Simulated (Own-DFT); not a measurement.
Simulation results for GaP (zincblende, strained, atoms displaced)

A calculation, not a measurement: plane-wave PBE density functional theory by an unreviewed code, no spin, of a simulated periodic cell, stress positive in tension, free energy of the whole cell less one offset for each atom, forces on such cells passed a denser k mesh, this cell's mesh not checked; offsets are fitted by least squares, one for each functional and potential file, so energies compare only between cells with the same atoms and settings and are not formation energies; the far tail of each file's local potential was reset to the Coulomb form; each entry is a single point on an unrelaxed cell, so the pressure reflects the starting lattice, mostly measured values (interpolated for alloys), from which strain is counted, and rises with the displacements; printed positions are rounded, which can move forces by about a meV/angstrom; the program, named Own-DFT, is a retired in-house code; no spin-orbit coupling. Program: Own-DFT development build.

Settings shared by all entries: functional PBE; potential files PseudoDojo norm-conserving, scalar-relativistic, standard set; wave cutoff 42 hartree; occupations Fermi-Dirac; smearing width 0.1 eV; hardware one NVIDIA H100; k mesh 3 x 3 x 3 centred on Gamma.

(1) GaP (zincblende, strained, atoms displaced)

```
cell vectors (Å)
  11.0993    -0.1194     0.2027
  -0.1194    10.9132    -0.0325
   0.2027    -0.0325    10.9452
atoms (fractions of the cell vectors)
Ga  0.99385  0.99885  0.00252
Ga  0.00283  0.24922  0.24917
Ga  0.24436  0.99435  0.24888
Ga  0.24857  0.24573  0.99686
P   0.11943  0.12101  0.11894
P   0.12725  0.37407  0.37497
P   0.37562  0.12321  0.36987
P   0.36491  0.37641  0.12656
Ga  0.99824  0.00483  0.50628
Ga  0.99833  0.25175  0.74787
Ga  0.25944  0.99999  0.75110
Ga  0.24334  0.24771  0.50712
P   0.13652  0.12943  0.62595
P   0.11555  0.37618  0.86703
P   0.37762  0.13068  0.88487
P   0.37129  0.37446  0.62013
Ga  0.99826  0.50134  0.99162
Ga  0.00515  0.74528  0.24763
Ga  0.24617  0.49862  0.25492
Ga  0.24775  0.74603  0.00148
P   0.13087  0.62859  0.13199
P   0.12960  0.87201  0.37181
P   0.37724  0.63339  0.37198
P   0.37053  0.87462  0.12515
Ga  0.00336  0.49307  0.49896
Ga  0.00715  0.75712  0.75218
Ga  0.25064  0.49580  0.75109
Ga  0.25298  0.75584  0.49964
P   0.12270  0.62570  0.62047
P   0.12419  0.87479  0.87746
P   0.37254  0.62757  0.88037
P   0.37850  0.87751  0.62459
Ga  0.49772  0.00407  0.00102
Ga  0.50414  0.24654  0.24754
Ga  0.75809  0.99775  0.24921
Ga  0.75355  0.25075  0.99053
P   0.63319  0.12556  0.12224
P   0.62356  0.38095  0.37272
P   0.87474  0.12948  0.37904
P   0.86897  0.36320  0.12284
Ga  0.49651  0.99669  0.49721
Ga  0.49951  0.24729  0.74620
Ga  0.75339  0.00314  0.75012
Ga  0.75262  0.25300  0.50075
P   0.63434  0.12440  0.62830
P   0.62707  0.37445  0.87169
P   0.87226  0.12229  0.87309
P   0.87035  0.37403  0.62820
Ga  0.49886  0.50464  0.00118
Ga  0.49635  0.75385  0.24126
Ga  0.74580  0.49599  0.25111
Ga  0.75536  0.74924  0.99433
P   0.63200  0.62151  0.12785
P   0.61796  0.87514  0.37491
P   0.86174  0.62499  0.37953
P   0.87865  0.86816  0.12243
Ga  0.50381  0.50257  0.50667
Ga  0.50061  0.74790  0.74432
Ga  0.74782  0.49579  0.75701
Ga  0.75446  0.74968  0.50355
P   0.62039  0.62570  0.62093
P   0.62214  0.88090  0.87334
P   0.86996  0.63118  0.86785
P   0.87212  0.87483  0.62342
```

* free energy of cell above offsets: -33.293 eV
* pressure: 1.47 GPa
* stress xx: -0.66 GPa
* stress yy: -1.97 GPa
* stress zz: -1.79 GPa
* stress yz: -0.68 GPa
* stress xz: 3.38 GPa
* stress xy: -1.82 GPa
* wall time: 542.3 s

Force:
```tsv
element	x (eV/Å)	y (eV/Å)	z (eV/Å)
Ga	0.136	0.202	-0.702
Ga	-0.245	0.097	-0.197
Ga	0.454	1.054	-0.415
Ga	-0.846	1.159	0.367
P	0.493	-0.014	0.676
P	-0.391	-0.756	0.291
P	-0.529	-0.03	0.607
P	0.908	-0.473	-0.23
Ga	0.581	-0.042	-0.708
Ga	-0.259	-0.41	-0.384
Ga	-0.366	0.349	0.463
Ga	1.57	1.02	-2.143
P	-1.875	-1.682	1.467
P	0.976	-0.435	0.824
P	0.19	-0.747	-1.201
P	0.521	-0.23	0.592
Ga	-0.464	0.383	0.955
Ga	-0.998	0.369	0.818
Ga	0.746	0.914	-0.107
Ga	0.085	0.915	-0.129
P	-0.695	-1.527	-0.773
P	-1.232	0.058	1.066
P	-0.147	-1.104	0.525
P	0.263	0.056	-0.586
Ga	-0.882	0.801	0.073
Ga	-0.614	-0.407	-0.839
Ga	-0.102	0.836	-0.303
Ga	-0.156	-0.26	-0.126
P	0.513	-0.087	0.468
P	0.557	0.393	0.193
P	0.345	-0.552	-0.839
P	-0.3	-0.609	0.389
Ga	0.35	-0.13	0.408
Ga	-0.228	0.582	-0.197
Ga	-0.612	0.067	0.205
Ga	-0.681	-0.017	0.139
P	-0.278	-0.368	0.076
P	-0.463	-1.279	0.916
P	0.462	-0.606	-0.256
P	0.924	1.262	0.288
Ga	0.567	1.155	-0.096
Ga	0.161	0.384	-0.106
Ga	-0.377	-0.361	-0.165
Ga	-0.673	0.4	-0.293
P	-1.128	-0.218	-0.599
P	-1.142	-0.475	0.848
P	0.956	-0.072	0.046
P	0.617	0.079	-0.133
Ga	0.116	-0.314	0.176
Ga	0.636	-0.067	0.129
Ga	0.792	0.372	-0.581
Ga	-1.113	0.524	0.407
P	-0.638	0.5	-0.562
P	1.079	-0.368	-0.304
P	1.897	-0.8	-0.828
P	-0.2	-0.122	0.595
Ga	-0.87	0.001	-1.321
Ga	-0.218	0.536	0.661
Ga	0.136	1.072	-1.15
Ga	-1.25	0.669	-0.349
P	1.143	-0.198	1.074
P	0.147	-0.776	0.105
P	0.987	-0.712	0.039
P	0.663	0.036	0.737
```

(2) GaP (zincblende, strained, atoms displaced)

```
cell vectors (Å)
  11.1095     0.0736     0.2113
   0.0736    11.0089     0.1136
   0.2113     0.1136    10.9769
atoms (fractions of the cell vectors)
Ga  0.99596  0.00228  0.99717
Ga  0.99489  0.25242  0.25217
Ga  0.24426  0.00089  0.24303
Ga  0.25020  0.25825  0.99629
P   0.12455  0.12885  0.12456
P   0.12717  0.37429  0.37286
P   0.36642  0.12740  0.38250
P   0.37163  0.36891  0.12534
Ga  0.99731  0.00381  0.50144
Ga  0.00015  0.24771  0.74632
Ga  0.25538  0.00644  0.74622
Ga  0.24835  0.24945  0.49734
P   0.12308  0.12462  0.62502
P   0.12556  0.36599  0.87293
P   0.36942  0.11438  0.87464
P   0.37254  0.37507  0.61543
Ga  0.00925  0.49791  0.00310
Ga  0.00265  0.74137  0.25624
Ga  0.24985  0.49736  0.25074
Ga  0.25748  0.74949  0.99262
P   0.12597  0.62542  0.12857
P   0.12851  0.87420  0.37346
P   0.37501  0.63197  0.37195
P   0.38042  0.87573  0.12749
Ga  0.99997  0.50003  0.49342
Ga  0.00081  0.75022  0.73514
Ga  0.25030  0.50029  0.74957
Ga  0.25001  0.74130  0.50907
P   0.12133  0.62428  0.63101
P   0.12748  0.87440  0.87314
P   0.37812  0.62466  0.87020
P   0.36588  0.87637  0.62472
Ga  0.49711  0.99838  0.99210
Ga  0.50536  0.24947  0.25275
Ga  0.74092  0.99115  0.24811
Ga  0.74766  0.24967  0.99481
P   0.62946  0.12915  0.12080
P   0.61895  0.38362  0.37478
P   0.87390  0.13143  0.37004
P   0.87424  0.38409  0.13066
Ga  0.49574  0.00821  0.50069
Ga  0.49909  0.24831  0.75045
Ga  0.75035  0.01096  0.74960
Ga  0.75420  0.24773  0.50860
P   0.63063  0.12287  0.62552
P   0.62525  0.37160  0.88528
P   0.87124  0.12382  0.87704
P   0.87321  0.37616  0.61870
Ga  0.49808  0.49701  0.00524
Ga  0.50242  0.74305  0.25269
Ga  0.74244  0.50048  0.25665
Ga  0.74391  0.75223  0.99906
P   0.62290  0.62113  0.11861
P   0.62026  0.87544  0.37315
P   0.87645  0.62851  0.36992
P   0.86841  0.87252  0.13045
Ga  0.49966  0.50293  0.49665
Ga  0.49500  0.75246  0.75012
Ga  0.74367  0.49588  0.74009
Ga  0.74708  0.75027  0.49940
P   0.62616  0.62991  0.61892
P   0.62879  0.88022  0.86883
P   0.88417  0.62562  0.87077
P   0.87842  0.87330  0.62693
```

- free energy of cell above offsets: -33.236 eV
- pressure: 0.5 GPa
- stress xx: -0.08 GPa
- stress yy: -0.62 GPa
- stress zz: -0.81 GPa
- stress yz: 1.71 GPa
- stress xz: 3.14 GPa
- stress xy: 0.93 GPa
- wall time: 587.4 s

Force:
```tsv
element	x (eV/Å)	y (eV/Å)	z (eV/Å)
Ga	0.437	-0.565	0.635
Ga	0.662	0.565	-0.583
Ga	0.549	-0.005	0.38
Ga	0.256	-1.127	0.346
P	-0.491	0.067	-0.417
P	-0.461	-0.272	0.19
P	0.922	-0.578	-1.528
P	0.326	0.229	0.174
Ga	0.232	-0.124	-0.627
Ga	-0.417	0.271	0.25
Ga	-1.148	-0.496	0.34
Ga	-0.568	0.67	0.649
P	0.173	-0.095	-0.264
P	-0.306	0.868	-0.371
P	0.382	1.529	-0.039
P	0.165	-0.112	0.86
Ga	-0.452	0.439	-0.197
Ga	0.405	1.678	-0.756
Ga	0.303	0.607	-0.147
Ga	-0.483	0.48	0.881
P	0.647	-0.232	-0.748
P	-0.498	-0.362	0.544
P	-0.591	-1.331	0.599
P	-0.279	-0.374	-0.326
Ga	0.149	0.333	0.206
Ga	-0.016	0.582	1.995
Ga	0.099	-0.25	0.054
Ga	-0.145	0.941	-0.759
P	0.447	-1.265	-1.133
P	-0.332	0.102	-0.376
P	-0.115	-0.941	0.376
P	1.01	-0.325	-0.27
Ga	0.624	0.081	0.769
Ga	-0.464	-0.044	0.029
Ga	0.627	1.274	-0.098
Ga	1.081	0.499	1.016
P	-0.894	-0.907	0.344
P	0.403	-1.627	0.508
P	-0.737	-1.267	0.683
P	-0.208	-0.819	-0.611
Ga	0.139	-0.638	0.121
Ga	-0.121	0.161	0.211
Ga	0.735	-1.015	0.122
Ga	-0.18	0.553	-1.2
P	-1.152	0.287	-0.255
P	-0.646	0.47	-1.681
P	0.385	0.359	-0.562
P	0.404	-0.263	0.493
Ga	-0.222	0.199	-0.243
Ga	0.345	0.969	-0.772
Ga	0.815	0.741	-0.789
Ga	0.982	-0.037	-0.382
P	-0.041	0.046	0.643
P	-0.438	-0.361	0.76
P	-1.116	-0.948	1.014
P	0.784	-0.451	-0.624
Ga	-0.369	0.765	0.237
Ga	0.727	0.652	-0.486
Ga	0.425	0.548	1.077
Ga	0.865	0.824	-0.404
P	-0.978	-0.72	0.629
P	-0.572	-0.595	0.059
P	-0.912	-0.354	0.131
P	-1.149	0.71	-0.678
```

(3) GaP (zincblende, strained, atoms displaced)

```
cell vectors (Å)
  10.7421    -0.1317    -0.1311
  -0.1317    10.9955     0.1103
  -0.1311     0.1103    10.7363
atoms (fractions of the cell vectors)
Ga  0.99976  0.00244  0.00080
Ga  0.99370  0.24326  0.25175
Ga  0.25783  0.99305  0.25205
Ga  0.24733  0.25632  0.99494
P   0.12056  0.12906  0.12100
P   0.13210  0.36940  0.37436
P   0.38343  0.12808  0.37662
P   0.37451  0.37769  0.12674
Ga  0.00285  0.99797  0.50079
Ga  0.99894  0.24948  0.75230
Ga  0.25040  0.99435  0.75056
Ga  0.24412  0.24924  0.50352
P   0.12912  0.12417  0.62684
P   0.13307  0.38413  0.87196
P   0.37450  0.12528  0.86759
P   0.37188  0.37917  0.62888
Ga  0.00027  0.50172  0.99238
Ga  0.00439  0.74273  0.24635
Ga  0.24988  0.50662  0.25525
Ga  0.25204  0.75294  0.99869
P   0.12264  0.62337  0.13170
P   0.12287  0.87466  0.37356
P   0.37694  0.63290  0.37047
P   0.36909  0.87497  0.12064
Ga  0.00150  0.50245  0.51067
Ga  0.00890  0.75609  0.74723
Ga  0.24278  0.49835  0.75502
Ga  0.26070  0.75362  0.51003
P   0.12663  0.62470  0.62232
P   0.12613  0.87038  0.87729
P   0.38064  0.62971  0.87282
P   0.37344  0.87400  0.62349
Ga  0.50427  0.00667  0.00207
Ga  0.50260  0.26334  0.24275
Ga  0.75406  0.99819  0.24865
Ga  0.75679  0.25109  0.99906
P   0.62064  0.11586  0.12638
P   0.62126  0.37495  0.36577
P   0.87235  0.12021  0.38308
P   0.87469  0.37076  0.12707
Ga  0.49530  0.99897  0.50133
Ga  0.49599  0.24326  0.74788
Ga  0.74750  0.00136  0.74848
Ga  0.74392  0.25041  0.50828
P   0.62481  0.11555  0.62635
P   0.63113  0.36560  0.87449
P   0.87429  0.12422  0.86972
P   0.86957  0.37071  0.62767
Ga  0.49504  0.49956  0.99147
Ga  0.50313  0.75645  0.24557
Ga  0.74616  0.50188  0.25840
Ga  0.74907  0.75474  0.00660
P   0.62654  0.62842  0.11805
P   0.61820  0.87447  0.37835
P   0.88225  0.62771  0.38256
P   0.87158  0.88031  0.12505
Ga  0.50088  0.49272  0.50229
Ga  0.50294  0.75743  0.75019
Ga  0.75283  0.49168  0.75339
Ga  0.75073  0.75347  0.50085
P   0.61149  0.62565  0.62236
P   0.62716  0.87251  0.87189
P   0.88104  0.62876  0.88608
P   0.86917  0.87084  0.61514
```

- free energy of cell above offsets: -31.353 eV
- pressure: 5.61 GPa
- stress xx: -6.14 GPa
- stress yy: -4.45 GPa
- stress zz: -6.23 GPa
- stress yz: 1.48 GPa
- stress xz: -2.88 GPa
- stress xy: -2.87 GPa
- wall time: 516.8 s

Force:
```tsv
element	x (eV/Å)	y (eV/Å)	z (eV/Å)
Ga	0.028	-0.329	-0.524
Ga	0.539	0.146	0.17
Ga	-0.558	1.035	-0.087
Ga	0.582	-0.835	0.375
P	0.859	-0.215	0.69
P	-1.447	0.804	0.038
P	-0.893	0.55	-0.372
P	-0.811	0.782	-0.673
Ga	0.141	-0.177	-0.141
Ga	0.753	0.044	-0.355
Ga	0.017	0.024	-0.114
Ga	1.435	-0.216	-0.295
P	-0.922	-0.248	0.548
P	-2.366	-1.528	1.134
P	-0.544	-0.234	1.393
P	-0.194	-0.565	0.085
Ga	0.554	-0.863	1.358
Ga	-0.659	0.964	0.315
Ga	0.295	-0.644	-0.097
Ga	-0.156	-1.46	0.116
P	0.432	-0.108	-1.438
P	0.487	-0.192	0.508
P	0.276	-0.384	0.993
P	1.105	0.644	0.203
Ga	-0.125	-1.299	-1.18
Ga	-1.176	-0.958	-0.447
Ga	2.052	1.767	-1.6
Ga	-1.431	-1.249	-2.175
P	0.478	0.72	0.993
P	-0.243	1.231	0.202
P	-1.193	0.106	-0.126
P	0.679	1.245	1.471
Ga	-1.143	-1.385	-1.345
Ga	-0.309	-2.315	-0.282
Ga	-0.675	-0.088	0.753
Ga	-0.431	-1.205	0.358
P	1.265	2.164	0.712
P	0.593	0.193	2.248
P	-0.302	0.731	-0.118
P	0.12	1.114	0.231
Ga	0.48	-0.152	-0.469
Ga	0.855	0.65	-0.605
Ga	0.844	-1.024	-0.085
Ga	-0.125	-0.539	-1.271
P	-0.874	1.159	-0.151
P	-1.339	0.572	0.045
P	0.057	-0.039	0.74
P	0.779	0.686	0.047
Ga	1.06	-0.508	0.397
Ga	-0.124	-0.626	-0.522
Ga	1.07	0.706	-1.057
Ga	0.487	-0.253	-0.912
P	-0.694	-0.691	1.046
P	0.799	0.528	-0.177
P	-0.966	-0.202	-0.347
P	0.891	-0.522	0.411
Ga	-0.571	0.436	-1.07
Ga	-0.249	-0.825	-0.576
Ga	-0.262	1.48	-0.056
Ga	-1.226	-1.602	-0.911
P	1.795	0.01	0.707
P	0.057	0.973	0.902
P	-1.094	0.715	-1.708
P	1.233	1.298	2.1
```

(4) GaP (zincblende, strained, atoms displaced)

```
cell vectors (Å)
  11.0864     0.1758     0.0102
   0.1758    11.0796     0.1335
   0.0102     0.1335    10.9621
atoms (fractions of the cell vectors)
Ga  0.00272  0.00537  0.00542
Ga  0.99394  0.25819  0.25314
Ga  0.24856  0.99548  0.25619
Ga  0.25034  0.25475  0.00188
P   0.13738  0.12887  0.13188
P   0.12818  0.37257  0.37465
P   0.37241  0.12875  0.38230
P   0.36632  0.36880  0.12541
Ga  0.99822  0.00566  0.50177
Ga  0.99634  0.25126  0.75027
Ga  0.24971  0.00367  0.74548
Ga  0.24923  0.25159  0.50287
P   0.13097  0.12712  0.62034
P   0.13065  0.38560  0.87223
P   0.38336  0.11586  0.87568
P   0.37503  0.37334  0.61902
Ga  0.01163  0.49822  0.00174
Ga  0.99740  0.74732  0.24503
Ga  0.24731  0.49483  0.25187
Ga  0.24639  0.74788  0.99955
P   0.12665  0.62727  0.12344
P   0.11249  0.87165  0.37339
P   0.37825  0.62869  0.37760
P   0.37635  0.87268  0.12412
Ga  0.99226  0.49895  0.50166
Ga  0.00142  0.75308  0.75679
Ga  0.25058  0.50151  0.75958
Ga  0.24845  0.74997  0.49530
P   0.13120  0.62657  0.62318
P   0.12679  0.87800  0.86960
P   0.37510  0.62932  0.86788
P   0.37203  0.87515  0.62574
Ga  0.50353  0.99806  0.00082
Ga  0.49525  0.23751  0.25050
Ga  0.74909  0.99575  0.25213
Ga  0.75355  0.26675  0.00385
P   0.61932  0.12588  0.12516
P   0.62387  0.37262  0.37519
P   0.87580  0.12609  0.36607
P   0.87614  0.37214  0.12035
Ga  0.50370  0.98933  0.49587
Ga  0.49185  0.25386  0.75224
Ga  0.75508  0.99993  0.75145
Ga  0.74143  0.24612  0.49406
P   0.62411  0.13202  0.62411
P   0.61605  0.37898  0.87510
P   0.87566  0.12339  0.88035
P   0.86879  0.38084  0.61945
Ga  0.49983  0.50573  0.99458
Ga  0.50456  0.74034  0.25394
Ga  0.74974  0.50666  0.24987
Ga  0.75663  0.75072  0.99187
P   0.61564  0.62926  0.12714
P   0.62520  0.87681  0.37102
P   0.87025  0.62017  0.37999
P   0.88009  0.86879  0.12015
Ga  0.50073  0.49661  0.50195
Ga  0.50235  0.75196  0.75593
Ga  0.74603  0.49104  0.75115
Ga  0.74550  0.74622  0.49558
P   0.62581  0.62369  0.61896
P   0.62430  0.87428  0.87947
P   0.86695  0.61768  0.87496
P   0.87905  0.87518  0.61728
```

* free energy of cell above offsets: -33.333 eV
* pressure: 0.14 GPa
* stress xx: 0.17 GPa
* stress yy: 0.08 GPa
* stress zz: -0.69 GPa
* stress yz: 1.91 GPa
* stress xz: 0.34 GPa
* stress xy: 1.89 GPa
* wall time: 585.3 s

Force:
```tsv
element	x (eV/Å)	y (eV/Å)	z (eV/Å)
Ga	0.861	-0.183	0.23
Ga	1.156	-0.757	-0.184
Ga	0.494	-0.131	0.185
Ga	0.177	-0.779	-0.598
P	-1.549	0.083	-0.466
P	-1.188	0.473	0.296
P	0.05	-1.204	-0.321
P	1.281	0.874	-0.023
Ga	0.252	-0.012	-0.303
Ga	0.26	0.169	-0.193
Ga	0.573	-0.221	0.49
Ga	0.379	0.106	-0.088
P	-1.195	0.199	0.393
P	-0.834	-1.773	0.235
P	-1.343	1.104	-0.391
P	-0.638	0.551	0.818
Ga	-0.982	0.48	0.064
Ga	0.034	-0.459	0.806
Ga	0.58	0.645	-0.024
Ga	0.68	0.607	-0.195
P	-0.168	-0.522	0.324
P	0.661	0.27	-0.016
P	-0.571	-0.898	-0.257
P	-0.165	-0.19	0.303
Ga	1.503	0.117	0.243
Ga	-0.141	-0.529	-0.66
Ga	0.828	0.508	-1.686
Ga	0.063	0.346	0.368
P	-0.935	-0.318	0.303
P	-0.303	0.217	0.633
P	-0.257	-0.171	0.747
P	0.33	-0.262	-0.419
Ga	0.036	-0.248	0.754
Ga	-0.05	1.058	0.287
Ga	0.442	0.38	-0.836
Ga	-1.01	-1.656	-0.676
P	1.06	-0.159	-0.426
P	-0.512	0.365	-1.083
P	-0.477	-0.126	0.698
P	0.38	1.686	0.602
Ga	-0.561	1.174	0.946
Ga	0.531	-0.576	-0.1
Ga	-0.333	0.053	-0.375
Ga	0.984	0.03	0.292
P	-0.213	-1.046	0.388
P	0.465	-0.51	-0.144
P	-0.361	0.76	-0.231
P	0.004	-1.396	0.344
Ga	-0.696	-0.124	1.022
Ga	-0.815	1.417	0.156
Ga	-0.321	-0.7	-0.09
Ga	-0.519	-0.223	0.972
P	1.512	-0.698	-1.203
P	0.021	-0.897	-0.18
P	0.323	0.673	-1.219
P	-0.858	0.801	-0.086
Ga	0.173	0.238	-0.207
Ga	0.228	0.092	-0.899
Ga	-0.101	0.807	-0.228
Ga	0.377	0.557	0.434
P	-0.416	0.024	0.9
P	0.391	0.205	-0.789
P	1.093	-0.064	-0.297
P	-0.674	-0.24	0.662
```
